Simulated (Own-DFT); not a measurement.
# What a defect does to the pressure of its cell: D0_22 TiAl3

The numbers are computed, not measured, by runs of the plane-wave DFT program Own-DFT (in-house, retired, unreviewed) at fixed positions, with no spin and no spin-orbit coupling.

Settings: PBEsol; PseudoDojo norm-conserving scalar-relativistic files, made for PBE; cutoff 42 hartree; 4 x 4 x 4 k mesh centred on Gamma; cold (Marzari-Vanderbilt) smearing of 0.2 eV.

Known weak points: forces on such cells failed a check on a denser k mesh; stress not checked against mesh or cutoff.

All runs share one cell, with vectors in Å (-2.365, -6.981, 4.326); (-7.667, 3.491, 1.442); (-2.950, -3.488, -7.241) and a volume of 625.4 Å³. The atoms are randomly displaced, by u rms on each axis. The defect's site can differ from row to row.

| cell | formula | u (Å) | P (GPa) |
|---|---|---|---|
| no defect | Al30Ti10 | 0.0194 | 0.08 |
| no defect | Al30Ti10 | 0.0212 | 0.08 |
| no defect | Al30Ti10 | 0.0501 | 0.77 |
| two Al vacancies | Al28Ti10 | 0.0297 | -0.71 |
| two Al vacancies | Al28Ti10 | 0.0325 | -0.57 |
| two Al vacancies | Al28Ti10 | 0.0514 | -0.07 |
| two Al on a Ti site each | Al32Ti8 | 0.0279 | 1.20 |
| two Al on a Ti site each | Al32Ti8 | 0.0289 | 1.20 |
| two Al on a Ti site each | Al32Ti8 | 0.0493 | ? |
| two Al on a Ti site each | Al32Ti8 | 0.0509 | 1.70 |

## What the rows give

P = P0 + c u² + a shift for each defect gives P0 = -0.04 GPa, c = 317 ± 14 GPa/Å² and a scatter of 0.04 GPa. The shifts, and each times the cell's volume:

- two Al on a Ti site each: 0.97 ± 0.03 GPa, 3.8 eV (1.9 eV for each of its 2 sites)
- two Al vacancies: -0.89 ± 0.03 GPa, -3.5 eV (-1.7 eV for each of its 2 sites)

A positive shift means that the defect pushes the cell outwards. Shift times volume (160.2 GPa Å³ is 1 eV) depends little on the cell's size, so, taken for each site, it can be compared between cells at like pressure. The atoms around the defects weren't relaxed, which would change these numbers.

## Check

Asked: what pressure belongs in the blank (two Al on a Ti site each, u = 0.0493 Å)?

The fit gives 1.69 ± 0.05 GPa. The hidden result is 1.68 GPa.
